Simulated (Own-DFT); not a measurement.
# Computed records: SiSnGe6 (diamond-structure random alloy, strained, atoms displaced)

All values are calculated (Own-DFT development build). A calculation, not a measurement: plane-wave density functional theory by an unreviewed code, no spin, of a simulated periodic cell, stress positive in tension, run twice, with PBE and with PBEsol, both on files made for PBE, so the change isn't that of files made for PBEsol, forces on such cells moved up to 12 meV/angstrom on a denser k mesh; the far tail of each file's local potential was reset to the Coulomb form; each entry is a single point on an unrelaxed cell, so the pressure reflects the starting lattice, mostly measured values (interpolated for alloys), from which strain is counted, and rises with the displacements; printed positions are rounded, which can move forces by about a meV/angstrom; the program, named Own-DFT, is a retired in-house code; no spin-orbit coupling; stress was not checked against mesh or cutoff.

Settings shared by all entries: functional PBE, then PBEsol; potential files PseudoDojo norm-conserving, scalar-relativistic, standard set; wave cutoff 49 hartree; occupations Fermi-Dirac; smearing width 0.1 eV; k mesh 3 x 3 x 3 centred on Gamma.

(1) 
```cif
# cell vector a (Å): 11.1803 0.0000 0.0000
# cell vector b (Å): 0.0000 11.1803 0.0000
# cell vector c (Å): 0.0000 0.0000 11.4670
data_SiSnGe6
_symmetry_space_group_name_H-M 'P 1'
_symmetry_Int_Tables_number 1
_cell_length_a 11.1803
_cell_length_b 11.1803
_cell_length_c 11.4670
_cell_angle_alpha 90.000
_cell_angle_beta 90.000
_cell_angle_gamma 90.000
_cell_volume 1433.36
loop_
_atom_site_label
_atom_site_type_symbol
_atom_site_fract_x
_atom_site_fract_y
_atom_site_fract_z
_atom_site_occupancy
Ge1 Ge 0.99532 0.99908 0.00033 1
Ge2 Ge 0.99659 0.25246 0.24169 1
Sn1 Sn 0.25641 0.99861 0.25273 1
Ge3 Ge 0.24760 0.25023 0.99613 1
Ge4 Ge 0.12948 0.12584 0.12726 1
Ge5 Ge 0.12802 0.37431 0.38023 1
Si1 Si 0.37674 0.12215 0.37270 1
Ge6 Ge 0.38172 0.37335 0.12345 1
Si2 Si 0.00976 0.99648 0.49653 1
Sn2 Sn 0.99953 0.24508 0.74966 1
Ge7 Ge 0.24368 0.99407 0.75246 1
Ge8 Ge 0.24571 0.24259 0.49540 1
Ge9 Ge 0.12260 0.12436 0.61435 1
Ge10 Ge 0.12217 0.37707 0.87540 1
Ge11 Ge 0.37143 0.12079 0.87319 1
Ge12 Ge 0.37207 0.37965 0.62740 1
Ge13 Ge 0.00609 0.50330 0.00785 1
Ge14 Ge 0.99985 0.75329 0.24888 1
Ge15 Ge 0.24956 0.49646 0.25003 1
Ge16 Ge 0.25466 0.75222 0.99617 1
Ge17 Ge 0.12991 0.62365 0.12203 1
Ge18 Ge 0.11891 0.88042 0.37440 1
Ge19 Ge 0.37877 0.63174 0.37399 1
Ge20 Ge 0.37054 0.87128 0.12580 1
Ge21 Ge 0.99685 0.49497 0.49642 1
Si3 Si 0.99867 0.75520 0.75008 1
Ge22 Ge 0.25337 0.50847 0.74045 1
Ge23 Ge 0.24742 0.74855 0.49715 1
Ge24 Ge 0.11915 0.62832 0.63563 1
Ge25 Ge 0.12053 0.87546 0.88038 1
Si4 Si 0.37293 0.62832 0.87237 1
Sn3 Sn 0.37079 0.87261 0.62303 1
Ge26 Ge 0.49165 0.99280 0.00024 1
Ge27 Ge 0.51009 0.24845 0.25180 1
Ge28 Ge 0.74889 0.00126 0.24417 1
Ge29 Ge 0.74960 0.25074 0.00235 1
Ge30 Ge 0.61614 0.12139 0.12294 1
Sn4 Sn 0.63319 0.37592 0.37336 1
Ge31 Ge 0.86873 0.13211 0.36961 1
Ge32 Ge 0.87316 0.37247 0.13015 1
Ge33 Ge 0.49849 0.00377 0.49174 1
Ge34 Ge 0.50275 0.25049 0.75152 1
Si5 Si 0.74662 0.98770 0.75004 1
Ge35 Ge 0.75265 0.24594 0.50202 1
Si6 Si 0.62293 0.11680 0.62626 1
Ge36 Ge 0.62980 0.38012 0.86811 1
Si7 Si 0.87425 0.12182 0.87219 1
Ge37 Ge 0.87289 0.37930 0.62756 1
Ge38 Ge 0.49232 0.50120 0.99693 1
Sn5 Sn 0.50546 0.74160 0.25165 1
Ge39 Ge 0.75295 0.49463 0.25345 1
Ge40 Ge 0.74461 0.75941 0.00267 1
Ge41 Ge 0.61628 0.62236 0.12227 1
Ge42 Ge 0.63164 0.87745 0.37382 1
Ge43 Ge 0.87574 0.61958 0.36284 1
Ge44 Ge 0.87086 0.87075 0.12547 1
Sn6 Sn 0.50301 0.49644 0.49408 1
Sn7 Sn 0.49972 0.74075 0.75220 1
Sn8 Sn 0.75270 0.50706 0.74467 1
Ge45 Ge 0.74852 0.75393 0.50621 1
Ge46 Ge 0.62243 0.63384 0.62679 1
Si8 Si 0.62117 0.87646 0.88102 1
Ge47 Ge 0.86413 0.62274 0.87478 1
Ge48 Ge 0.87213 0.88068 0.62955 1
_calc_PBE_pressure 9.38  # GPa
_calc_PBE_stress_xx -9.91  # GPa
_calc_PBE_stress_yy -9.86  # GPa
_calc_PBE_stress_zz -8.37  # GPa
_calc_PBE_stress_yz -0.9  # GPa
_calc_PBE_stress_xz 1.1  # GPa
_calc_PBE_stress_xy 0.34  # GPa
_calc_PBEsol_pressure 6.32  # GPa
_calc_PBEsol_stress_xx -6.85  # GPa
_calc_PBEsol_stress_yy -6.79  # GPa
_calc_PBEsol_stress_zz -5.3  # GPa
_calc_PBEsol_stress_yz -0.87  # GPa
_calc_PBEsol_stress_xz 1.06  # GPa
_calc_PBEsol_stress_xy 0.32  # GPa
_calc_rms_change_of_force_components_from_PBE_to_PBEsol 0.045  # eV/angstrom
```

Force:
```csv
force element,PBE force x (eV/Å),PBE force y (eV/Å),PBE force z (eV/Å),PBEsol force x (eV/Å),PBEsol force y (eV/Å),PBEsol force z (eV/Å)
Ge,-0.063,0.519,0.339,-0.021,0.461,0.355
Ge,1.029,-0.401,1.341,0.982,-0.388,1.296
Sn,-0.866,0.236,-0.066,-0.897,0.176,-0.121
Ge,0.469,0.135,0.311,0.454,0.122,0.304
Ge,-1.295,0.606,-1.235,-1.266,0.598,-1.202
Ge,-0.589,-0.237,-1.058,-0.576,-0.228,-1.022
Si,1.298,2.111,0.991,1.277,2.069,0.979
Ge,-0.725,-0.539,0.35,-0.702,-0.509,0.335
Si,-2.363,0.923,0.307,-2.308,0.906,0.303
Sn,-0.057,0.251,-0.228,-0.009,0.3,-0.271
Ge,-0.81,1.413,0.198,-0.775,1.369,0.201
Ge,1.478,0.465,0.123,1.382,0.48,0.149
Ge,0.755,-1.425,0.34,0.772,-1.337,0.359
Ge,1.254,1.225,0.324,1.216,1.179,0.328
Ge,0.088,0.301,-0.103,0.076,0.29,-0.09
Ge,-0.306,-1.847,-0.055,-0.297,-1.774,-0.045
Ge,-1.509,-0.497,-0.969,-1.455,-0.49,-0.938
Ge,0.288,-0.475,-0.339,0.267,-0.461,-0.329
Ge,0.641,0.282,0.137,0.624,0.277,0.128
Ge,-0.496,-0.541,-0.149,-0.511,-0.482,-0.101
Ge,0.333,0.864,0.739,0.313,0.826,0.712
Ge,-0.025,-1.754,0.61,0.024,-1.75,0.544
Ge,-3.09,-1.442,0.793,-2.997,-1.403,0.774
Ge,1.055,-0.858,-1.351,1.026,-0.826,-1.329
Ge,0.233,0.841,0.546,0.221,0.8,0.526
Si,-0.69,-0.209,0.878,-0.675,-0.204,0.859
Ge,-0.449,-0.434,1.896,-0.465,-0.445,1.794
Ge,-1.637,-0.986,-0.802,-1.569,-0.95,-0.776
Ge,-0.459,0.231,-1.707,-0.385,0.179,-1.686
Ge,-0.255,-0.436,-0.483,-0.209,-0.383,-0.438
Si,-1.43,-1.739,1.461,-1.411,-1.71,1.435
Sn,-0.024,1.364,-0.823,-0.039,1.319,-0.805
Ge,0.285,0.517,-0.278,0.237,0.533,-0.227
Ge,-2.149,-1.018,-0.784,-2.052,-0.969,-0.805
Ge,0.049,0.183,0.241,0.04,0.173,0.237
Ge,-0.101,-0.484,-0.697,-0.118,-0.436,-0.643
Ge,0.587,-0.165,-0.57,0.572,-0.153,-0.531
Sn,0.983,-2.492,-0.241,0.964,-2.426,-0.248
Ge,1.366,-1.228,0.273,1.296,-1.155,0.236
Ge,0.12,0.79,-1.236,0.122,0.76,-1.176
Ge,0.893,0.335,0.214,0.877,0.259,0.207
Ge,-0.196,-0.502,-0.348,-0.217,-0.448,-0.306
Si,-0.649,1.64,0.997,-0.587,1.565,0.932
Ge,0.149,-0.853,1.793,0.18,-0.789,1.689
Si,0.369,0.269,0.012,0.322,0.3,-0.028
Ge,-1.321,-1.159,1.773,-1.295,-1.129,1.716
Si,-1.74,-1.282,0.971,-1.673,-1.227,0.989
Ge,0.722,-1.252,-2.271,0.706,-1.212,-2.219
Ge,0.387,-0.056,-0.807,0.413,-0.081,-0.733
Sn,-0.022,2.431,-0.195,-0.029,2.356,-0.192
Ge,0.675,1.922,-2.887,0.676,1.858,-2.793
Ge,-0.345,-1.223,-0.424,-0.299,-1.224,-0.366
Ge,2.501,-1.645,-1.601,2.416,-1.588,-1.549
Ge,0.312,0.671,0.682,0.297,0.65,0.663
Ge,0.198,1.067,1.616,0.192,1.017,1.557
Ge,0.545,0.664,0.103,0.522,0.647,0.099
Sn,-1.828,2.04,2.309,-1.785,2.006,2.254
Sn,0.563,1.658,1.926,0.57,1.615,1.774
Sn,-1.13,-0.273,-0.724,-1.103,-0.271,-0.694
Ge,0.781,-0.295,-0.957,0.735,-0.279,-0.919
Ge,1.311,-0.869,-2.491,1.284,-0.845,-2.42
Si,0.624,0.529,-0.209,0.57,0.481,-0.153
Ge,2.916,2.493,2.279,2.805,2.404,2.225
Ge,1.364,-0.365,-0.789,1.297,-0.398,-0.806
```

(2) 
```cif
# cell vector a (Å): 11.1803 0.0000 0.0000
# cell vector b (Å): 0.0000 11.1803 0.0000
# cell vector c (Å): 0.0000 0.0000 11.4670
data_SiSnGe6
_symmetry_space_group_name_H-M 'P 1'
_symmetry_Int_Tables_number 1
_cell_length_a 11.1803
_cell_length_b 11.1803
_cell_length_c 11.4670
_cell_angle_alpha 90.000
_cell_angle_beta 90.000
_cell_angle_gamma 90.000
_cell_volume 1433.36
loop_
_atom_site_label
_atom_site_type_symbol
_atom_site_fract_x
_atom_site_fract_y
_atom_site_fract_z
_atom_site_occupancy
Ge1 Ge 0.99887 0.99986 0.00715 1
Si1 Si 0.00513 0.25021 0.24366 1
Ge2 Ge 0.25619 0.99377 0.24505 1
Ge3 Ge 0.25560 0.24365 0.99275 1
Ge4 Ge 0.12362 0.11925 0.12919 1
Sn1 Sn 0.12499 0.37241 0.37938 1
Ge5 Ge 0.37164 0.12197 0.37330 1
Ge6 Ge 0.37655 0.37150 0.12689 1
Ge7 Ge 0.00657 0.00365 0.50337 1
Ge8 Ge 0.00496 0.24475 0.74645 1
Ge9 Ge 0.25321 0.00297 0.74907 1
Ge10 Ge 0.25500 0.25371 0.49603 1
Sn2 Sn 0.13093 0.13522 0.61806 1
Ge11 Ge 0.13053 0.38232 0.87313 1
Ge12 Ge 0.36942 0.11823 0.87222 1
Ge13 Ge 0.37973 0.37097 0.62421 1
Ge14 Ge 0.99959 0.49689 0.00051 1
Ge15 Ge 0.00852 0.74980 0.24870 1
Sn3 Sn 0.25290 0.49013 0.25286 1
Ge16 Ge 0.25333 0.74944 0.99179 1
Ge17 Ge 0.12600 0.61917 0.12854 1
Sn4 Sn 0.12440 0.87243 0.37436 1
Ge18 Ge 0.37788 0.62516 0.37156 1
Si2 Si 0.38077 0.87799 0.12437 1
Ge19 Ge 0.99547 0.50213 0.50525 1
Ge20 Ge 0.00205 0.75192 0.75229 1
Si3 Si 0.24865 0.49020 0.74554 1
Ge21 Ge 0.24260 0.75238 0.49863 1
Ge22 Ge 0.12566 0.62649 0.62600 1
Ge23 Ge 0.12468 0.88126 0.86862 1
Sn5 Sn 0.37671 0.63370 0.86956 1
Sn6 Sn 0.37463 0.87304 0.62425 1
Ge24 Ge 0.49949 0.99998 0.00293 1
Ge25 Ge 0.50266 0.25404 0.25316 1
Ge26 Ge 0.74470 0.00389 0.24369 1
Si4 Si 0.75594 0.24463 0.00534 1
Ge27 Ge 0.62561 0.12989 0.12491 1
Si5 Si 0.62542 0.37075 0.37107 1
Ge28 Ge 0.87287 0.12557 0.36985 1
Ge29 Ge 0.87448 0.36269 0.12482 1
Ge30 Ge 0.50113 0.99651 0.50048 1
Ge31 Ge 0.50662 0.24178 0.74787 1
Si6 Si 0.75646 0.00224 0.75138 1
Ge32 Ge 0.74892 0.25023 0.50024 1
Ge33 Ge 0.62377 0.12985 0.62730 1
Ge34 Ge 0.62503 0.36845 0.87081 1
Sn7 Sn 0.87197 0.12259 0.87401 1
Ge35 Ge 0.87464 0.38119 0.62343 1
Ge36 Ge 0.50289 0.50367 0.00153 1
Ge37 Ge 0.50463 0.74401 0.25385 1
Ge38 Ge 0.75523 0.50320 0.24475 1
Ge39 Ge 0.75290 0.74621 0.00064 1
Si7 Si 0.62446 0.62166 0.13186 1
Ge40 Ge 0.61929 0.87807 0.37072 1
Sn8 Sn 0.87217 0.63558 0.38077 1
Ge41 Ge 0.87185 0.87397 0.12466 1
Ge42 Ge 0.51440 0.50091 0.49981 1
Ge43 Ge 0.49847 0.74904 0.74530 1
Ge44 Ge 0.74931 0.49839 0.74863 1
Ge45 Ge 0.74401 0.75443 0.49884 1
Si8 Si 0.62130 0.63484 0.62867 1
Ge46 Ge 0.63205 0.87824 0.87599 1
Ge47 Ge 0.87470 0.62818 0.87182 1
Ge48 Ge 0.86308 0.87744 0.61787 1
_calc_PBE_pressure 9.24  # GPa
_calc_PBE_stress_xx -9.79  # GPa
_calc_PBE_stress_yy -9.62  # GPa
_calc_PBE_stress_zz -8.3  # GPa
_calc_PBE_stress_yz -0.96  # GPa
_calc_PBE_stress_xz 0.93  # GPa
_calc_PBE_stress_xy -0.08  # GPa
_calc_PBEsol_pressure 6.18  # GPa
_calc_PBEsol_stress_xx -6.73  # GPa
_calc_PBEsol_stress_yy -6.57  # GPa
_calc_PBEsol_stress_zz -5.24  # GPa
_calc_PBEsol_stress_yz -0.92  # GPa
_calc_PBEsol_stress_xz 0.89  # GPa
_calc_PBEsol_stress_xy -0.08  # GPa
_calc_rms_change_of_force_components_from_PBE_to_PBEsol 0.042  # eV/angstrom
```

Force:
```csv
force element,PBE force x (eV/Å),PBE force y (eV/Å),PBE force z (eV/Å),PBEsol force x (eV/Å),PBEsol force y (eV/Å),PBEsol force z (eV/Å)
Ge,0.709,-0.996,-0.128,0.692,-0.967,-0.119
Si,-1.098,-1.141,0.211,-1.08,-1.124,0.202
Ge,0.498,0.796,-0.432,0.443,0.82,-0.373
Ge,-0.879,0.695,1.005,-0.843,0.669,0.968
Ge,0.692,0.665,-0.464,0.697,0.597,-0.489
Sn,-3.022,-0.839,1.06,-2.888,-0.784,1.079
Ge,0.821,0.114,-0.093,0.791,0.117,-0.089
Ge,1.298,-1.084,-2.048,1.262,-1.053,-1.977
Ge,-2.79,-0.413,-0.694,-2.707,-0.408,-0.684
Ge,-0.96,2.947,1.053,-0.926,2.866,1.015
Ge,-0.933,-0.176,0.681,-0.899,-0.17,0.675
Ge,2.731,-0.228,-0.085,2.649,-0.23,-0.076
Sn,0.524,-1.129,0.761,0.505,-1.103,0.743
Ge,-0.504,-1.112,0.144,-0.53,-1.119,0.182
Ge,1.636,0.33,0.261,1.574,0.323,0.251
Ge,0.396,0.592,0.064,0.405,0.529,0.026
Ge,-0.342,0.219,-0.07,-0.315,0.212,-0.068
Ge,-1.497,-0.469,-2.204,-1.453,-0.458,-2.129
Sn,1.253,2.256,-1.434,1.228,2.206,-1.402
Ge,-1.903,2.036,2.562,-1.862,1.953,2.446
Ge,-0.286,1.015,-1.595,-0.292,0.984,-1.544
Sn,-0.013,1.617,-0.376,-0.006,1.566,-0.362
Ge,0.477,0.404,1.855,0.472,0.396,1.788
Si,-0.046,-1.302,-0.202,-0.048,-1.269,-0.198
Ge,0.539,0.323,0.818,0.522,0.314,0.809
Ge,-0.634,0.346,-0.859,-0.606,0.327,-0.828
Si,0.296,0.776,-0.764,0.286,0.757,-0.753
Ge,1.398,-2.679,0.473,1.353,-2.6,0.465
Ge,0.133,-0.735,0.415,0.089,-0.676,0.365
Ge,0,-0.057,1.093,0.002,-0.064,1.054
Sn,-0.316,-3.034,-0.287,-0.28,-2.904,-0.244
Sn,-0.468,0.112,-0.337,-0.457,0.112,-0.324
Ge,0.207,0.111,-0.351,0.237,0.142,-0.377
Ge,-0.347,-0.654,0.017,-0.379,-0.674,-0.032
Ge,0.427,-0.568,0.598,0.413,-0.549,0.58
Si,-1.823,1.135,-0.104,-1.788,1.114,-0.093
Ge,-0.398,0.237,-0.395,-0.413,0.185,-0.34
Si,0.908,0.877,0.298,0.886,0.861,0.291
Ge,0.676,0.135,0.071,0.622,0.108,0.096
Ge,0.437,0.973,-0.023,0.43,1.021,-0.019
Ge,0.675,1.711,-0.922,0.651,1.656,-0.906
Ge,-1.672,0.644,0.915,-1.611,0.627,0.868
Si,-2.225,-1.401,-1.841,-2.186,-1.384,-1.812
Ge,0.089,0.39,-0.454,0.111,0.347,-0.404
Ge,1.25,-1.696,-0.75,1.179,-1.603,-0.744
Ge,0.562,0.322,1.31,0.52,0.337,1.23
Sn,1.13,0.616,0.636,1.195,0.605,0.629
Ge,-0.072,-1.147,0.505,-0.07,-1.103,0.486
Ge,0.568,-0.953,0.542,0.517,-0.956,0.496
Ge,-0.524,0.767,-1.075,-0.516,0.752,-0.96
Ge,-0.969,-1.423,0.074,-0.887,-1.389,0.082
Ge,-0.797,-0.173,0.438,-0.736,-0.128,0.389
Si,0.39,0.184,-1.034,0.382,0.179,-1.007
Ge,0.672,0.134,0.05,0.646,0.121,0.056
Sn,0.774,-1.05,-1.107,0.755,-1.026,-1.079
Ge,0.377,-0.266,0.388,0.368,-0.247,0.362
Ge,-0.666,0.125,-0.007,-0.706,0.12,-0.01
Ge,3,1.02,0.282,2.863,1.024,0.312
Ge,-0.508,0.805,-0.125,-0.457,0.747,-0.101
Ge,-2.14,0.953,1.218,-2.031,0.966,1.15
Si,1.002,-1.121,-0.452,0.977,-1.096,-0.445
Ge,-0.363,-0.158,-0.389,-0.379,-0.179,-0.341
Ge,0.231,-0.789,0.308,0.224,-0.76,0.303
Ge,1.42,0.408,0.999,1.404,0.363,0.928
```

(3) 
```cif
# cell vector a (Å): 11.1803 0.0000 0.0000
# cell vector b (Å): 0.0000 11.1803 0.0000
# cell vector c (Å): 0.0000 0.0000 11.4670
data_SiSnGe6
_symmetry_space_group_name_H-M 'P 1'
_symmetry_Int_Tables_number 1
_cell_length_a 11.1803
_cell_length_b 11.1803
_cell_length_c 11.4670
_cell_angle_alpha 90.000
_cell_angle_beta 90.000
_cell_angle_gamma 90.000
_cell_volume 1433.36
loop_
_atom_site_label
_atom_site_type_symbol
_atom_site_fract_x
_atom_site_fract_y
_atom_site_fract_z
_atom_site_occupancy
Ge1 Ge 0.00303 0.00419 0.99498 1
Sn1 Sn 0.00233 0.25186 0.24846 1
Ge2 Ge 0.24709 0.00081 0.24455 1
Ge3 Ge 0.25430 0.24761 0.00323 1
Ge4 Ge 0.12803 0.12198 0.12262 1
Si1 Si 0.13111 0.37778 0.37945 1
Ge5 Ge 0.37945 0.12691 0.37053 1
Sn2 Sn 0.36566 0.38086 0.12546 1
Si2 Si 0.00545 0.99578 0.50228 1
Ge6 Ge 0.00199 0.24278 0.74632 1
Ge7 Ge 0.24841 0.99966 0.75651 1
Ge8 Ge 0.26086 0.25659 0.49826 1
Ge9 Ge 0.12616 0.12258 0.63030 1
Ge10 Ge 0.12472 0.37803 0.86990 1
Ge11 Ge 0.36981 0.12436 0.87670 1
Si3 Si 0.36704 0.37838 0.62680 1
Ge12 Ge 0.00566 0.50511 0.00778 1
Ge13 Ge 0.00472 0.75126 0.25123 1
Ge14 Ge 0.23824 0.50194 0.24222 1
Ge15 Ge 0.24456 0.74692 0.00251 1
Sn3 Sn 0.12075 0.63311 0.12080 1
Sn4 Sn 0.12428 0.87329 0.37763 1
Si4 Si 0.37587 0.63272 0.37175 1
Ge16 Ge 0.37414 0.87480 0.12384 1
Ge17 Ge 0.99833 0.50347 0.49523 1
Ge18 Ge 0.00301 0.75959 0.74959 1
Si5 Si 0.25164 0.50083 0.74958 1
Ge19 Ge 0.25134 0.75746 0.50099 1
Sn5 Sn 0.12271 0.62721 0.62314 1
Ge20 Ge 0.12564 0.87982 0.88178 1
Sn6 Sn 0.37858 0.62669 0.86569 1
Ge21 Ge 0.37444 0.87930 0.62690 1
Ge22 Ge 0.50074 0.00069 0.00288 1
Ge23 Ge 0.49911 0.25261 0.25077 1
Ge24 Ge 0.75767 0.99706 0.24507 1
Ge25 Ge 0.74757 0.25157 0.00489 1
Ge26 Ge 0.62707 0.11494 0.12061 1
Ge27 Ge 0.61991 0.36678 0.37686 1
Ge28 Ge 0.87874 0.12997 0.37042 1
Ge29 Ge 0.87240 0.37464 0.12716 1
Ge30 Ge 0.50190 0.00405 0.50248 1
Ge31 Ge 0.50540 0.24847 0.75204 1
Ge32 Ge 0.74923 0.99843 0.74428 1
Ge33 Ge 0.75036 0.25230 0.50086 1
Ge34 Ge 0.63115 0.12891 0.62505 1
Ge35 Ge 0.61922 0.37679 0.88098 1
Si6 Si 0.88084 0.12155 0.87090 1
Si7 Si 0.87663 0.38444 0.62921 1
Si8 Si 0.50093 0.50188 0.00332 1
Ge36 Ge 0.49928 0.75200 0.25441 1
Ge37 Ge 0.75132 0.50541 0.24298 1
Ge38 Ge 0.75043 0.75142 0.99493 1
Ge39 Ge 0.63325 0.62498 0.12134 1
Ge40 Ge 0.62141 0.87251 0.37792 1
Ge41 Ge 0.87574 0.61996 0.37630 1
Ge42 Ge 0.88137 0.87201 0.12476 1
Ge43 Ge 0.49881 0.49760 0.50494 1
Ge44 Ge 0.49897 0.74385 0.74700 1
Ge45 Ge 0.74637 0.49402 0.75101 1
Sn7 Sn 0.75258 0.75105 0.49663 1
Ge46 Ge 0.63209 0.62166 0.62634 1
Sn8 Sn 0.61963 0.87096 0.87359 1
Ge47 Ge 0.87744 0.62587 0.87425 1
Ge48 Ge 0.88168 0.86858 0.62151 1
_calc_PBE_pressure 9.28  # GPa
_calc_PBE_stress_xx -9.82  # GPa
_calc_PBE_stress_yy -9.85  # GPa
_calc_PBE_stress_zz -8.18  # GPa
_calc_PBE_stress_yz -0.25  # GPa
_calc_PBE_stress_xz -0.22  # GPa
_calc_PBE_stress_xy -0.15  # GPa
_calc_PBEsol_pressure 6.22  # GPa
_calc_PBEsol_stress_xx -6.76  # GPa
_calc_PBEsol_stress_yy -6.79  # GPa
_calc_PBEsol_stress_zz -5.11  # GPa
_calc_PBEsol_stress_yz -0.24  # GPa
_calc_PBEsol_stress_xz -0.2  # GPa
_calc_PBEsol_stress_xy -0.15  # GPa
_calc_rms_change_of_force_components_from_PBE_to_PBEsol 0.046  # eV/angstrom
```

Force:
```csv
force element,PBE force x (eV/Å),PBE force y (eV/Å),PBE force z (eV/Å),PBEsol force x (eV/Å),PBEsol force y (eV/Å),PBEsol force z (eV/Å)
Ge,-0.697,0.021,0.634,-0.616,-0.027,0.652
Sn,1.426,0.713,0.207,1.337,0.653,0.16
Ge,1.203,0.391,0.061,1.168,0.379,0.044
Ge,-1.809,-0.638,-1.828,-1.757,-0.632,-1.772
Ge,0.308,-0.144,-0.953,0.309,-0.146,-0.928
Si,0.112,0.534,0.314,0.112,0.529,0.304
Ge,-0.435,-0.439,0.218,-0.415,-0.41,0.213
Sn,1.929,-0.216,-0.002,1.822,-0.258,0.036
Si,-1.6,1.901,0.94,-1.574,1.862,0.931
Ge,-0.844,1.317,0.386,-0.741,1.274,0.368
Ge,0.186,-0.152,-0.372,0.18,-0.141,-0.354
Ge,-0.953,-0.634,0.192,-0.915,-0.676,0.169
Ge,0.552,-0.096,-1.519,0.553,-0.07,-1.415
Ge,0.215,-0.374,0.544,0.181,-0.394,0.566
Ge,1.099,0.145,-0.03,1.062,0.135,-0.017
Si,1.172,-0.048,0.682,1.197,-0.097,0.614
Ge,-2.467,-2.502,-2.738,-2.402,-2.421,-2.665
Ge,-2.837,-0.246,0.501,-2.754,-0.236,0.473
Ge,0.459,0.727,3.813,0.452,0.708,3.633
Ge,2.115,2.486,-1.731,2.046,2.433,-1.682
Sn,0.044,-0.108,1.435,0.045,-0.119,1.398
Sn,0.348,1.168,-0.535,0.384,1.081,-0.573
Si,-0.526,-1.125,0.582,-0.515,-1.095,0.571
Ge,0.066,-0.11,0.163,0.062,-0.096,0.162
Ge,-0.269,-1.954,-0.178,-0.272,-1.817,-0.178
Ge,-0.553,-0.046,1.608,-0.547,-0.045,1.546
Si,-0.684,-1.876,-0.557,-0.718,-1.795,-0.495
Ge,2.496,-1.146,0.123,2.39,-1.077,0.15
Sn,0.696,-0.217,0.469,0.631,-0.155,0.411
Ge,0.134,-0.621,-0.489,0.124,-0.594,-0.476
Sn,-1.062,-1.198,2.357,-1.019,-1.08,2.293
Ge,0.318,-0.042,0.099,0.304,-0.049,0.091
Ge,-1.534,0.396,-0.007,-1.489,0.383,0
Ge,0.864,-1.143,-0.516,0.83,-1.112,-0.47
Ge,-0.608,-0.077,0.81,-0.586,-0.069,0.773
Ge,0.56,-0.696,-1.114,0.515,-0.645,-1.047
Ge,0.081,1.189,1.089,0.08,1.152,1.045
Ge,0.672,1.328,-0.121,0.642,1.272,-0.108
Ge,-1.153,-2.027,2.219,-1.149,-1.944,2.115
Ge,-0.471,1.18,-1.276,-0.464,1.152,-1.232
Ge,-0.127,0.051,-0.05,-0.125,0.045,-0.051
Ge,-1.246,0.4,-0.333,-1.176,0.366,-0.293
Ge,1.472,0.477,-0.059,1.396,0.44,-0.091
Ge,1.013,0.463,0.159,0.937,0.419,0.119
Ge,-0.347,-0.138,-0.091,-0.339,-0.14,-0.089
Ge,0.285,-0.155,0.128,0.315,-0.192,0.082
Si,-1.181,0.494,0.16,-1.151,0.477,0.153
Si,0.121,-1.242,-0.655,0.116,-1.211,-0.644
Si,1.099,0.468,-0.146,1.086,0.459,-0.147
Ge,0.125,-0.464,-0.951,0.156,-0.401,-0.948
Ge,-0.266,-1.051,1.346,-0.239,-1.012,1.291
Ge,1.511,-0.881,1.271,1.47,-0.87,1.238
Ge,-1.289,0.565,-0.074,-1.2,0.571,-0.041
Ge,-0.444,1.838,-1.327,-0.436,1.774,-1.29
Ge,0.551,-0.207,-1.987,0.542,-0.202,-1.926
Ge,-0.172,0.12,-0.608,-0.171,0.122,-0.579
Ge,-0.583,0.404,-0.543,-0.501,0.392,-0.529
Ge,1.024,1.254,-3.178,0.996,1.223,-3.077
Ge,0.577,0.328,0.629,0.516,0.366,0.639
Sn,-0.197,-0.528,0.249,-0.184,-0.523,0.25
Ge,-1.264,-0.682,0.418,-1.237,-0.669,0.414
Sn,0.197,0.886,-0.431,0.195,0.856,-0.419
Ge,0.103,-0.27,-0.206,0.094,-0.25,-0.186
Ge,0.488,2.253,0.798,0.449,2.149,0.814
```
